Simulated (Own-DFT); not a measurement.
## Calculated data, Si₃N₄ (beta silicon nitride, atoms displaced)

All values are calculated (Own-DFT development build). A calculation, not a measurement: plane-wave PBE density functional theory by an unreviewed code, no spin, of a simulated periodic cell, stress positive in tension, free energy of the whole cell less one offset for each atom, some atoms lie very close together; forces on such cells moved up to 12 meV/angstrom on a denser k mesh; offsets are fitted by least squares, one for each functional and potential file, so energies compare only between cells with the same atoms and settings and are not formation energies; the far tail of each file's local potential was reset to the Coulomb form; each entry is a single point on an unrelaxed cell, so the pressure reflects the starting lattice, mostly measured values (interpolated for alloys), from which strain is counted, and rises with the displacements; printed positions are rounded, which can move forces by about a meV/angstrom; the program, named Own-DFT, is a retired in-house code; no spin-orbit coupling; before rounding, a Quantum ESPRESSO 7.3.1 run of the same cell and cutoff gave forces within 1 meV/angstrom rms on each cell, which checks the program and not the settings.

Settings shared by all entries: functional PBE; potential files PseudoDojo norm-conserving, scalar-relativistic, standard set; wave cutoff 42 hartree; occupations Fermi-Dirac; smearing width 0.1 eV; k mesh 2 x 2 x 4 centred on Gamma.

```yaml
- entry: 1
  formula: Si3N4
  kind: "beta silicon nitride, atoms displaced"
  structure:
    cell_angstrom: [[15.212, 0.0, 0.0], [-7.606, 13.174, 0.0], [0.0, 0.0, 5.818]]
    atoms_fractional:
      - [Si, 0.08001, 0.37515, 0.13769]
      - [Si, 0.12184, 0.20863, 0.16016]
      - [Si, 0.30738, 0.41478, 0.11882]
      - [Si, 0.41997, 0.12609, 0.37066]
      - [Si, 0.39981, 0.2962, 0.3518]
      - [Si, 0.20263, 0.10346, 0.3396]
      - ["N", 0.17152, 0.01772, 0.14419]
      - ["N", 0.49496, 0.15033, 0.11286]
      - ["N", 0.36278, 0.34415, 0.15273]
      - ["N", 0.32756, 0.4784, 0.38512]
      - ["N", 0.01547, 0.36152, 0.36152]
      - ["N", 0.137, 0.1698, 0.39833]
      - ["N", 0.15181, 0.33315, 0.13589]
      - ["N", 0.32904, 0.1652, 0.36928]
      - [Si, 0.08285, 0.3997, 0.60323]
      - [Si, 0.11875, 0.21233, 0.66702]
      - [Si, 0.30058, 0.41193, 0.60505]
      - [Si, 0.41002, 0.11194, 0.87707]
      - [Si, 0.38455, 0.29566, 0.87288]
      - [Si, 0.1983, 0.08881, 0.86635]
      - ["N", 0.16292, 0.02073, 0.6132]
      - ["N", 0.48018, 0.15067, 0.64266]
      - ["N", 0.36293, 0.34906, 0.64725]
      - ["N", 0.33456, 0.47747, 0.86141]
      - ["N", 0.01448, 0.34886, 0.85835]
      - ["N", 0.14723, 0.17061, 0.87398]
      - ["N", 0.17154, 0.33798, 0.63307]
      - ["N", 0.32954, 0.1664, 0.88194]
      - [Si, 0.09022, 0.88351, 0.10598]
      - [Si, 0.11658, 0.70322, 0.08838]
      - [Si, 0.30941, 0.90781, 0.13608]
      - [Si, 0.42222, 0.63029, 0.34471]
      - [Si, 0.39337, 0.79567, 0.38047]
      - [Si, 0.20671, 0.59833, 0.40602]
      - ["N", 0.1624, 0.50536, 0.11569]
      - ["N", 0.4944, 0.65872, 0.16311]
      - ["N", 0.35525, 0.84573, 0.1353]
      - ["N", 0.3388, 0.97757, 0.37594]
      - ["N", 0.00887, 0.84592, 0.37209]
      - ["N", 0.16188, 0.66559, 0.37881]
      - ["N", 0.15951, 0.83367, 0.1346]
      - ["N", 0.3283, 0.6594, 0.39013]
      - [Si, 0.08708, 0.88199, 0.61643]
      - [Si, 0.12344, 0.71111, 0.61543]
      - [Si, 0.29128, 0.90754, 0.62948]
      - [Si, 0.42388, 0.63462, 0.86794]
      - [Si, 0.39042, 0.80726, 0.89098]
      - [Si, 0.19341, 0.58511, 0.86629]
      - ["N", 0.17009, 0.50632, 0.65523]
      - ["N", 0.47212, 0.63632, 0.61174]
      - ["N", 0.34416, 0.8314, 0.61071]
      - ["N", 0.33238, 0.9832, 0.84514]
      - ["N", 0.01298, 0.85717, 0.86612]
      - ["N", 0.16061, 0.67768, 0.87424]
      - ["N", 0.15117, 0.82617, 0.60914]
      - ["N", 0.33874, 0.66739, 0.89202]
      - [Si, 0.58233, 0.39182, 0.08706]
      - [Si, 0.62003, 0.19727, 0.12497]
      - [Si, 0.79513, 0.41582, 0.09849]
      - [Si, 0.91921, 0.11268, 0.37547]
      - [Si, 0.88282, 0.2968, 0.3522]
      - [Si, 0.69606, 0.07864, 0.39606]
      - ["N", 0.67096, 0.02103, 0.10718]
      - ["N", 0.99098, 0.14604, 0.13419]
      - ["N", 0.83824, 0.33546, 0.09098]
      - ["N", 0.83278, 0.47796, 0.34945]
      - ["N", 0.5154, 0.34507, 0.39158]
      - ["N", 0.64972, 0.16584, 0.37301]
      - ["N", 0.66761, 0.33977, 0.12035]
      - ["N", 0.8477, 0.17527, 0.36712]
      - [Si, 0.58688, 0.39573, 0.61927]
      - [Si, 0.62496, 0.20148, 0.62219]
      - [Si, 0.802, 0.41623, 0.632]
      - [Si, 0.91337, 0.1248, 0.8765]
      - [Si, 0.89889, 0.30947, 0.87704]
      - [Si, 0.7095, 0.08259, 0.85301]
      - ["N", 0.65718, 0.00361, 0.63981]
      - ["N", 0.98126, 0.15881, 0.64374]
      - ["N", 0.83511, 0.32339, 0.59601]
      - ["N", 0.84729, 0.49585, 0.8583]
      - ["N", 0.52722, 0.35474, 0.89689]
      - ["N", 0.63914, 0.15178, 0.87924]
      - ["N", 0.65883, 0.33296, 0.61035]
      - ["N", 0.84352, 0.16618, 0.88915]
      - [Si, 0.58538, 0.88563, 0.15815]
      - [Si, 0.61429, 0.70081, 0.1438]
      - [Si, 0.81028, 0.91618, 0.09412]
      - [Si, 0.91773, 0.61917, 0.41365]
      - [Si, 0.88302, 0.80249, 0.38288]
      - [Si, 0.69291, 0.5869, 0.37405]
      - ["N", 0.66248, 0.52446, 0.1192]
      - ["N", 0.98717, 0.66958, 0.12697]
      - ["N", 0.85109, 0.829, 0.15112]
      - ["N", 0.8316, 0.9836, 0.37045]
      - ["N", 0.51695, 0.85224, 0.36616]
      - ["N", 0.65746, 0.6666, 0.39273]
      - ["N", 0.68388, 0.83672, 0.15969]
      - ["N", 0.82563, 0.66364, 0.36446]
      - [Si, 0.59381, 0.89433, 0.62286]
      - [Si, 0.61828, 0.70668, 0.64943]
      - [Si, 0.80437, 0.91715, 0.62487]
      - [Si, 0.91661, 0.6144, 0.85218]
      - [Si, 0.90314, 0.81326, 0.88386]
      - [Si, 0.70839, 0.58523, 0.85069]
      - ["N", 0.6741, 0.51328, 0.60968]
      - ["N", 0.98847, 0.65376, 0.62633]
      - ["N", 0.84449, 0.8306, 0.62394]
      - ["N", 0.83368, 0.98173, 0.87693]
      - ["N", 0.51169, 0.84808, 0.85234]
      - ["N", 0.6573, 0.67015, 0.89077]
      - ["N", 0.6598, 0.83766, 0.63579]
      - ["N", 0.83578, 0.67651, 0.9077]
  results:
    "free_energy_of_cell_above_offsets [eV]": "31.743"
    "pressure [GPa]": 16.71
    "stress_xx [GPa]": -20.12
    "stress_yy [GPa]": -13.04
    "stress_zz [GPa]": -16.99
    "stress_yz [GPa]": -0.41
    "stress_xz [GPa]": 0.74
    "stress_xy [GPa]": 1.58
    force_element: [Si, Si, Si, Si, Si, Si, "N", "N", "N", "N", "N", "N", "N", "N", Si, Si, Si, Si, Si, Si, "N", "N", "N", "N", "N", "N", "N", "N", Si, Si, Si, Si, Si, Si, "N", "N", "N", "N", "N", "N", "N", "N", Si, Si, Si, Si, Si, Si, "N", "N", "N", "N", "N", "N", "N", "N", Si, Si, Si, Si, Si, Si, "N", "N", "N", "N", "N", "N", "N", "N", Si, Si, Si, Si, Si, Si, "N", "N", "N", "N", "N", "N", "N", "N", Si, Si, Si, Si, Si, Si, "N", "N", "N", "N", "N", "N", "N", "N", Si, Si, Si, Si, Si, Si, "N", "N", "N", "N", "N", "N", "N", "N"]
    "force_x [eV/angstrom]": [-1.65, -4.235, -4.038, 0.375, -6.178, -0.555, -1.264, -4.441, -0.225, 0.669, -4.177, 5.082, 10.14, 2.096, 2.754, -5.33, -1.095, -0.478, 0.318, 0.298, 0.067, 2.332, 2.566, 0.391, 3.288, 5.134, -2.542, 1.207, -4.1, -5.351, -15.53, -9.305, -5.605, 5.531, -1.437, 4.299, 13.49, -0.582, 2.197, -9.539, 7.431, 3.712, -5.247, 0.505, -0.406, 0.692, -1.695, 4.391, 0.083, 4.155, 1.723, 0.426, 11.32, 2.19, 5.504, -5.106, 14.3, -1.443, -2.027, -1.019, -1.935, 2.463, -0.823, -1.661, 4.553, 1.2, 3.576, 2.947, -0.401, -2.398, 2.855, -5.096, -2.832, 9.578, -6.994, -0.603, 0.923, 3.197, 1.982, -0.502, -14.16, 3.424, 2.946, -11.9, 8.3, 6.133, -0.798, -6.511, 3.437, 6.755, -0.326, 2.119, -2.642, 0.821, -2.305, -6.574, -4.94, 2.342, -2.294, -0.532, -1.897, -3.536, -12.74, -0.136, -0.867, 5.165, -0.087, 0.083, 1.772, -1.652, 4.158, 2.347]
    "force_y [eV/angstrom]": [5.503, 2.128, 1.597, -3.119, -1.853, -2.064, -1.637, -1.737, -1.197, 5.168, -1.195, -2.304, -3.34, 2.095, -8.937, 2.509, -1.331, 0.497, 1.479, -0.66, -1.087, 1.127, -2.785, 3.641, 2.3, -3.006, 0.087, 0.097, 1.793, 2.219, 9.588, -9.213, -1.424, -10.38, 4.123, 2.66, -9.856, 2.793, 1.495, 5.96, -1.475, 5.041, 4.511, -3.918, 0.253, -5.653, -3.342, -0.63, 8.761, 3.534, -0.971, -0.246, 5.153, -1.53, 2.942, 2.576, 8.798, 4.601, 0.518, 0.972, 1.331, 3.792, -3.177, -0.632, -2.306, 3.845, 2.469, -2.974, -1.59, -3.977, -5.713, 3.154, -2.742, -4.69, -4.529, 4.647, 12.89, 0.005, 0.598, -5.218, -9.755, -0.617, 0.493, 3.502, 2.98, 3.408, -4.303, -2.261, -4.964, -0.651, -3.078, -2.494, 4.062, 1.174, -0.876, 3.377, -1.411, 0.485, -14.03, -0.26, -1.791, 6.668, -8.399, 4.105, 2.146, 1.804, 1.567, 5.108, 1.143, -0.603, -1.447, -1.896]
    "force_z [eV/angstrom]": [-5.784, -5.91, 0.55, 1.247, 4.983, 6.274, -5.438, 1.747, -4.441, -7.34, 2.884, 2.354, -0.099, -0.371, 1.908, -6.824, 5.392, 0.286, 0.881, 0.043, 0.094, -3.924, -2.525, 2.781, 0.536, 7.968, -0.541, 0.117, 3.607, 8.342, -1.303, 13.49, 1.002, -2.728, 1.015, -13.36, -0.513, 0.291, -0.103, -0.788, -1.172, -1.121, -2.031, -1.025, -4.169, 0.536, -3.267, 6.257, -3.371, 0.626, 2.418, 5.871, -0.666, -5.384, 0.932, 0.402, 24.6, -1.693, 1.965, 1.197, 0.481, -5.3, 4.452, -1.55, 1.163, 4.147, -3.198, 1.221, -0.772, 0.576, 1.668, 2.61, -5.486, 2.426, -2.854, 5.37, -2.904, -2.775, 2.953, 0.47, -23.18, -2.836, 1.259, -0.457, -11.07, -0.091, 8.939, -11.18, 2.412, -1.866, -1.551, -0.916, -8.002, 0.076, 6.502, 1.104, -1.177, 2.4, 0.935, -1.87, -1.616, 7.225, 1.029, 3.99, 1.04, 2.133, 3.209, -4.937, 3.075, -0.989, 0.092, -3.095]
- entry: 2
  formula: Si3N4
  kind: "beta silicon nitride, atoms displaced"
  structure:
    cell_angstrom: [[15.212, 0.0, 0.0], [-7.606, 13.174, 0.0], [0.0, 0.0, 5.818]]
    atoms_fractional:
      - [Si, 0.08554, 0.38367, 0.1219]
      - [Si, 0.10797, 0.18703, 0.13878]
      - [Si, 0.29685, 0.40935, 0.12626]
      - [Si, 0.40289, 0.10657, 0.38353]
      - [Si, 0.37745, 0.28864, 0.38539]
      - [Si, 0.1982, 0.07933, 0.35791]
      - ["N", 0.1593, 0.01781, 0.12295]
      - ["N", 0.49124, 0.15124, 0.11588]
      - ["N", 0.35402, 0.33771, 0.15614]
      - ["N", 0.33496, 0.48253, 0.33477]
      - ["N", 0.01867, 0.34302, 0.38216]
      - ["N", 0.14715, 0.16977, 0.38261]
      - ["N", 0.16642, 0.33612, 0.15005]
      - ["N", 0.32622, 0.15998, 0.37504]
      - [Si, 0.09132, 0.3799, 0.66683]
      - [Si, 0.10643, 0.20367, 0.61623]
      - [Si, 0.29281, 0.41183, 0.62896]
      - [Si, 0.4204, 0.10173, 0.85476]
      - [Si, 0.38393, 0.30447, 0.86373]
      - [Si, 0.20382, 0.08356, 0.86562]
      - ["N", 0.15488, 0.00011, 0.62575]
      - ["N", 0.48607, 0.14777, 0.62967]
      - ["N", 0.35155, 0.33031, 0.64823]
      - ["N", 0.32491, 0.47629, 0.88389]
      - ["N", 0.03307, 0.36575, 0.86095]
      - ["N", 0.14937, 0.16882, 0.88735]
      - ["N", 0.16205, 0.33287, 0.65057]
      - ["N", 0.32929, 0.16235, 0.86183]
      - [Si, 0.09769, 0.88165, 0.1297]
      - [Si, 0.13017, 0.71229, 0.14471]
      - [Si, 0.29085, 0.91082, 0.10272]
      - [Si, 0.41404, 0.61141, 0.3631]
      - [Si, 0.38752, 0.81389, 0.36815]
      - [Si, 0.20805, 0.59116, 0.39806]
      - ["N", 0.16131, 0.50012, 0.07616]
      - ["N", 0.48759, 0.65853, 0.14453]
      - ["N", 0.34823, 0.83019, 0.1221]
      - ["N", 0.32784, 0.98173, 0.35425]
      - ["N", 0.00519, 0.83712, 0.36024]
      - ["N", 0.15971, 0.67333, 0.37656]
      - ["N", 0.16294, 0.83811, 0.14015]
      - ["N", 0.34667, 0.68155, 0.40892]
      - [Si, 0.10186, 0.89913, 0.61831]
      - [Si, 0.11852, 0.70228, 0.56855]
      - [Si, 0.29446, 0.91949, 0.6396]
      - [Si, 0.41398, 0.62191, 0.872]
      - [Si, 0.38175, 0.79937, 0.87924]
      - [Si, 0.20393, 0.58641, 0.85847]
      - ["N", 0.16705, 0.51527, 0.61212]
      - ["N", 0.47563, 0.63842, 0.63183]
      - ["N", 0.34889, 0.83811, 0.60347]
      - ["N", 0.32579, 0.98141, 0.83367]
      - ["N", 0.01674, 0.84382, 0.90923]
      - ["N", 0.14915, 0.6653, 0.87107]
      - ["N", 0.16446, 0.83445, 0.59251]
      - ["N", 0.34154, 0.6811, 0.87458]
      - [Si, 0.58707, 0.38082, 0.11372]
      - [Si, 0.60701, 0.19942, 0.11449]
      - [Si, 0.80173, 0.41226, 0.1471]
      - [Si, 0.91154, 0.12059, 0.38377]
      - [Si, 0.87687, 0.2908, 0.35815]
      - [Si, 0.68448, 0.0805, 0.38948]
      - ["N", 0.67552, 0.0184, 0.12384]
      - ["N", 0.98063, 0.14908, 0.13084]
      - ["N", 0.8534, 0.32604, 0.1181]
      - ["N", 0.84978, 0.48843, 0.37528]
      - ["N", 0.51462, 0.35177, 0.39046]
      - ["N", 0.64327, 0.16915, 0.37331]
      - ["N", 0.66507, 0.3393, 0.10447]
      - ["N", 0.83517, 0.1645, 0.38628]
      - [Si, 0.59085, 0.38518, 0.63102]
      - [Si, 0.61449, 0.18961, 0.6726]
      - [Si, 0.79615, 0.41569, 0.61356]
      - [Si, 0.91751, 0.12392, 0.87472]
      - [Si, 0.88909, 0.2936, 0.87171]
      - [Si, 0.70348, 0.10916, 0.8577]
      - ["N", 0.66547, 0.01225, 0.59472]
      - ["N", 0.99874, 0.16202, 0.61392]
      - ["N", 0.8469, 0.34229, 0.61035]
      - ["N", 0.84042, 0.49829, 0.87408]
      - ["N", 0.52276, 0.34671, 0.89579]
      - ["N", 0.65321, 0.16599, 0.87523]
      - ["N", 0.66461, 0.33237, 0.60923]
      - ["N", 0.83868, 0.16175, 0.89424]
      - [Si, 0.58432, 0.87828, 0.12197]
      - [Si, 0.61947, 0.70603, 0.11174]
      - [Si, 0.79098, 0.90087, 0.11002]
      - [Si, 0.91791, 0.61571, 0.36939]
      - [Si, 0.88154, 0.79595, 0.36466]
      - [Si, 0.70383, 0.59655, 0.38838]
      - ["N", 0.67, 0.52839, 0.12668]
      - ["N", 0.97523, 0.63455, 0.1319]
      - ["N", 0.84513, 0.82853, 0.10648]
      - ["N", 0.84034, 0.9912, 0.377]
      - ["N", 0.51287, 0.84587, 0.37699]
      - ["N", 0.644, 0.66327, 0.3885]
      - ["N", 0.66318, 0.84106, 0.10229]
      - ["N", 0.82835, 0.6658, 0.34997]
      - [Si, 0.58754, 0.87372, 0.62491]
      - [Si, 0.60521, 0.69495, 0.64046]
      - [Si, 0.8077, 0.91961, 0.63884]
      - [Si, 0.91828, 0.61509, 0.89261]
      - [Si, 0.8843, 0.79319, 0.90024]
      - [Si, 0.71744, 0.60492, 0.90086]
      - ["N", 0.66968, 0.52097, 0.62424]
      - ["N", 0.9796, 0.64877, 0.63668]
      - ["N", 0.86191, 0.83893, 0.61944]
      - ["N", 0.82841, 0.97903, 0.86432]
      - ["N", 0.51401, 0.85146, 0.87303]
      - ["N", 0.65178, 0.66882, 0.87664]
      - ["N", 0.67613, 0.84796, 0.62693]
      - ["N", 0.8235, 0.67065, 0.85957]
  results:
    "free_energy_of_cell_above_offsets [eV]": "36.488"
    "pressure [GPa]": 19.38
    "stress_xx [GPa]": -21.69
    "stress_yy [GPa]": -15.2
    "stress_zz [GPa]": -21.26
    "stress_yz [GPa]": -1.5
    "stress_xz [GPa]": 2.0
    "stress_xy [GPa]": 1.72
    force_element: [Si, Si, Si, Si, Si, Si, "N", "N", "N", "N", "N", "N", "N", "N", Si, Si, Si, Si, Si, Si, "N", "N", "N", "N", "N", "N", "N", "N", Si, Si, Si, Si, Si, Si, "N", "N", "N", "N", "N", "N", "N", "N", Si, Si, Si, Si, Si, Si, "N", "N", "N", "N", "N", "N", "N", "N", Si, Si, Si, Si, Si, Si, "N", "N", "N", "N", "N", "N", "N", "N", Si, Si, Si, Si, Si, Si, "N", "N", "N", "N", "N", "N", "N", "N", Si, Si, Si, Si, Si, Si, "N", "N", "N", "N", "N", "N", "N", "N", Si, Si, Si, Si, Si, Si, "N", "N", "N", "N", "N", "N", "N", "N"]
    "force_x [eV/angstrom]": [1.823, -2.838, -2.225, 1.533, 2.402, -1.983, 1.106, -7.553, 0.126, 0.014, -2.403, 4.77, 1.197, 1.18, 4.819, 13.76, 0.503, -5.863, 6.985, -2.785, 1.181, 1.427, -6.619, 1.134, -15.09, 1.764, 6.303, 3.011, -17.11, -3.098, 1.737, -3.123, 4.992, 3.835, 0.308, 1.538, -5.174, 0.418, 5.255, 6.819, 13.96, -2.253, -6.255, -9.699, 0.971, -1.593, 1.9, -0.058, 0.044, 2.001, -2.88, 0.524, 0.434, -0.048, 2.159, -0.392, -1.097, 5.435, -1.128, 2.102, 4.551, 2.68, -2.9, 0.996, -3.928, -1.08, -0.519, 1.342, 6.372, -5.45, -1.006, -8.603, -1.997, 4.622, 0.327, 18.47, -1.091, -15.48, 4.37, -0.547, -6.177, -6.745, 2.12, -6.379, -3.83, -1.768, -0.784, -4.971, 0.149, 0.765, -0.461, 6.839, -3.455, 0.635, 0.661, -2.012, 5.671, 2.878, -3.627, 1.576, 1.143, -2.897, 4.133, -9.564, -0.204, 3.244, -1.745, 1.122, -0.645, -0.897, 2.263, 13.63]
    "force_y [eV/angstrom]": [-3.649, 5.142, -4.855, 3.346, 2.4, 3.295, -3.272, -5.528, -0.784, 4.198, 0.392, -3.331, -3.31, -0.674, 4.689, 5.365, -0.475, 4.215, -4.558, 2.525, 28.7, -0.609, 3.666, 4.322, -6.683, -2.162, -0.767, 0.387, 3.968, -2.929, -0.037, 0.266, -4.188, 0.881, 8.643, 0.404, 3.62, -0.14, 3.387, -3.871, -5.106, -3.31, -31.04, 3.417, -14.25, -2.005, 2.464, 1.202, -1.292, 0.822, 2.524, 8.473, 0.579, 1.33, -0.021, -6.958, 6.391, 6.021, 0.615, -1.971, 0.174, 4.217, 0.585, 0.284, 2.559, -1.906, -1.406, -1.257, -3.103, 1.376, 2.295, 8.393, 1.693, -4.798, 2.237, -15.53, -2.121, -7.225, -3.938, -8.652, -2.466, 5.349, -1.704, 4.026, 4.717, 0.529, 5.761, 1.191, -0.796, -3.485, -3.516, 4.668, 1.64, -2.894, 1.207, 2.189, -4.917, 0.968, 3.373, 2.739, -3.355, 3.381, 1.571, -11.55, -1.135, 1.462, 0.757, 5.746, -0.159, 0.235, -5.663, 6.378]
    "force_z [eV/angstrom]": [4.532, -2.743, -2.79, -2.035, 0.806, 4.176, -2.415, -0.667, -4.299, 9.052, 0.061, 1.665, -0.661, 0.217, -19.57, 3.349, -1.236, 5.362, 12.06, 0.562, -0.127, -2.958, -10.01, -2.541, 14.35, -3.009, -1.007, 0.136, 0.608, -7.561, 1.848, 2.896, 1.713, -5.373, 2.972, -5.341, -1.825, 0.693, 1.139, -7.742, -0.668, -1.777, -0.27, 16.88, -18.9, 3.681, -4.193, 2.182, 1.911, -1.573, 5.293, 17.13, -3.701, -0.229, 1.16, 0.298, 7.843, 4.603, -4.817, -1.199, 5.716, -9.066, -1.239, -0.917, -2.685, 0.31, -1.497, 1.596, 0.798, 0.595, -0.072, -18.15, 3.235, -0.292, -2.693, 1.495, 8.971, 1.917, 1.548, 0.401, -7.442, 10.79, 1.284, -1.446, 0.726, 4.275, 1.741, 4.647, 1.719, -0.986, 1.464, 0.398, 5.479, -0.32, -0.758, -1.361, 0.676, 0.715, -0.276, -2.479, -7.801, -4.062, -8.04, -1.217, 2.138, -3.377, 1.736, 6.068, -0.355, -0.293, -0.269, -1.29]
```
